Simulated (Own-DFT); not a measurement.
# Which defects push the lattice out? zincblende GaAs

Source: density functional calculations with Own-DFT, an unreviewed in-house program that is no longer used. Nothing was measured or relaxed, and spin and spin-orbit coupling are left out.

Settings: PBE; PseudoDojo norm-conserving scalar-relativistic files; cutoff 42 hartree; 3 x 3 x 3 k mesh centred on Gamma; Fermi-Dirac smearing of 0.1 eV.

Known weak points (not all hold for every row): not probed for a lower state with spin; forces not confirmed at this smearing and k mesh; stress not checked against mesh or cutoff.

All runs share one cell, with vectors in Å (11.737, 0.000, 0.000); (0.000, 11.737, 0.000); (0.000, 0.000, 10.833) and a volume of 1492.4 Å³, strained against the parent crystal. Atoms were moved at random from their sites; u is the rms move along one axis. The defect's site can differ from row to row.

| cell | formula | u (Å) | P (GPa) |
|---|---|---|---|
| no defect | As32Ga32 | 0.0279 | 1.22 |
| no defect | As32Ga32 | 0.0481 | 1.46 |
| no defect | As32Ga32 | 0.0508 | 1.51 |
| one Al on a Ga site | AlAs32Ga31 | 0.0303 | 1.19 |
| one Al on a Ga site | AlAs32Ga31 | 0.0318 | 1.24 |
| one Al on a Ga site | AlAs32Ga31 | 0.0487 | 1.48 |
| one As vacancy and one Ga vacancy | As31Ga31 | 0.0306 | 0.89 |
| one As vacancy and one Ga vacancy | As31Ga31 | 0.0478 | 1.28 |
| one As vacancy and one Ga vacancy | As31Ga31 | 0.0524 | 1.25 |
| one P on an As site | As31Ga32P | 0.0310 | 1.01 |
| one P on an As site | As31Ga32P | 0.0312 | 1.02 |
| one P on an As site | As31Ga32P | 0.0313 | 1.02 |
| one In on a Ga site | As32Ga31In | 0.0477 | ? |
| one In on a Ga site | As32Ga31In | 0.0485 | 2.18 |
| one In on a Ga site | As32Ga31In | 0.0534 | 2.27 |
| one In on a Ga site | As32Ga31In | 0.0536 | 2.16 |

## What the rows give

P = P0 + c u² + a shift for each defect gives P0 = 1.05 GPa, c = 184 ± 22 GPa/Å² and a scatter of 0.05 GPa. The shifts, and each times the cell's volume:

- one In on a Ga site: 0.66 ± 0.04 GPa, 6.1 eV
- one Al on a Ga site: -0.01 ± 0.04 GPa, -0.1 eV (not resolved)
- one P on an As site: -0.21 ± 0.04 GPa, -2.0 eV
- one As vacancy and one Ga vacancy: -0.27 ± 0.04 GPa, -2.6 eV

A positive shift means that the defect pushes the cell outwards. Shift times volume (160.2 GPa Å³ is 1 eV) depends little on the cell's size, so, taken for each site, it can be compared between cells at like pressure. The atoms around the defects weren't relaxed, which would change these numbers.

## Check

The question: what pressure belongs in the blank (one In on a Ga site, u = 0.0477 Å)?

Estimate: 2.13 ± 0.06 GPa. The hidden result is 2.13 GPa.
